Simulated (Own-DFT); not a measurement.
# Device materials side by side: how hard are they to compress?

Everything here is calculated. The program is Own-DFT (plane waves, in-house, since retired, never reviewed by a person); positions were held fixed, and spin and spin-orbit coupling were off.

Limits (not all hold for every row): forces on such cells moved up to 12 meV/angstrom on a denser k mesh; k mesh not checked against a denser one; forces on such cells passed a denser k mesh, each cell not checked; stress not checked against mesh or cutoff.

All runs are PBE with PseudoDojo norm-conserving files; cutoff and k mesh are each material's own. Every cell starts from measured lattice constants and was given uniform random strains and small random moves of its atoms. Each triple is the change of volume in per cent, the rms move u in Å and the pressure in GPa.

- 4H SiC (C36Si36), 10.36 Å³/atom unstrained: (-3.21, 0.050, 13.17); (-2.07, 0.047, 10.22); (-1.06, 0.050, 8.17); (-0.62, 0.048, 6.52); (0.53, 0.048, 3.86); (0.88, 0.050, 3.55); (1.97, 0.050, 0.85)
- wurtzite AlN (Al36N36), 10.45 Å³/atom unstrained: (-1.58, 0.048, 9.77); (-1.33, 0.054, 9.57); (-0.88, 0.045, 7.42); (-0.80, 0.050, 7.27); (0.32, 0.049, 5.17); (1.56, 0.051, 2.27); (1.64, 0.048, 1.99)
- wurtzite GaN (Ga48N48), 11.42 Å³/atom unstrained: (-2.98, 0.048, 13.67); (-2.25, 0.050, 13.46); (-0.30, 0.054, 8.50); (-0.09, 0.051, 8.32); (0.68, 0.054, 6.70); (0.91, 0.051, 6.31); (1.86, 0.049, 4.22)
- diamond silicon (Si64), 20.02 Å³/atom unstrained: (-3.52, 0.050, 6.40); (-0.68, 0.051, 3.49); (0.00, 0.047, 2.59); (0.12, 0.051, 2.45); (1.00, 0.051, 1.81); (1.02, 0.047, 1.62); (1.59, 0.050, 1.23)
- zincblende GaP (Ga32P32), 20.24 Å³/atom unstrained: (-1.34, 0.055, 5.02); (-0.82, 0.048, 4.33); (0.74, 0.051, 2.70); (1.76, 0.051, 1.86); (2.06, 0.055, 1.84); (2.19, 0.050, 1.36); (2.33, 0.051, 1.47)
- zincblende InP (In32P32), 25.27 Å³/atom unstrained: withheld
- grey tin (Sn64), 34.15 Å³/atom unstrained: (-2.19, 0.049, 5.04); (-0.81, 0.052, 4.10); (-0.29, 0.050, 3.84); (0.10, 0.052, 3.67); (0.30, 0.046, 3.47); (0.71, 0.047, 3.28); (1.51, 0.052, 2.92)

## Fit

Fit a line to each set against the fractional change of volume; B is minus its slope, and u is nearly the same within a set. To take it to zero pressure, assume that B rises by 4 GPa for each GPa: B0 = B - 4 x (mean pressure). The bond length of an ideal tetrahedral crystal with the unstrained volume v is d = (√3/4)(8 v)^(1/3). Cohen's empirical rule reads B0 = (1971 - 220 L) d^(-3.5) GPa, with L = 0 for group IV crystals and SiC and 1 for III-V compounds.

```
material,L,d (Å),B (GPa),mean P (GPa),B0 (GPa),rule (GPa)
4H SiC (C36Si36),0,1.888,238 ± 6,6.6,211 ± 6,213
wurtzite AlN (Al36N36),1,1.893,237 ± 13,6.2,212 ± 13,188
wurtzite GaN (Ga48N48),1,1.950,205 ± 10,8.7,170 ± 10,169
diamond silicon (Si64),0,2.352,103 ± 3,2.8,92 ± 3,99
zincblende GaP (Ga32P32),1,2.360,96 ± 4,2.7,85 ± 4,87
zincblende InP (In32P32),1,2.541,?,?,?,67
grey tin (Sn64),0,2.810,58 ± 2,3.8,43 ± 2,53
```

A line through ln[B0/(1971 - 220 L)] against ln d has a slope of -4.1 ± 0.2 and a scatter of 6 %. Against the rule, B0 stands at 99 % for 4H SiC, 113 % for wurtzite AlN, 101 % for wurtzite GaN, 93 % for diamond silicon, 99 % for zincblende GaP, 80 % for grey tin. PBE tends to make silicon and heavier crystals too soft, and the rule itself is only a guide.

## Prediction

Asked: what B0 does the fitted trend give for zincblende InP (In32P32)?

The straight line predicts 59 GPa. Its own runs give B = 70 ± 3 GPa at a mean pressure of 3.7 GPa, so B0 = 56 GPa.
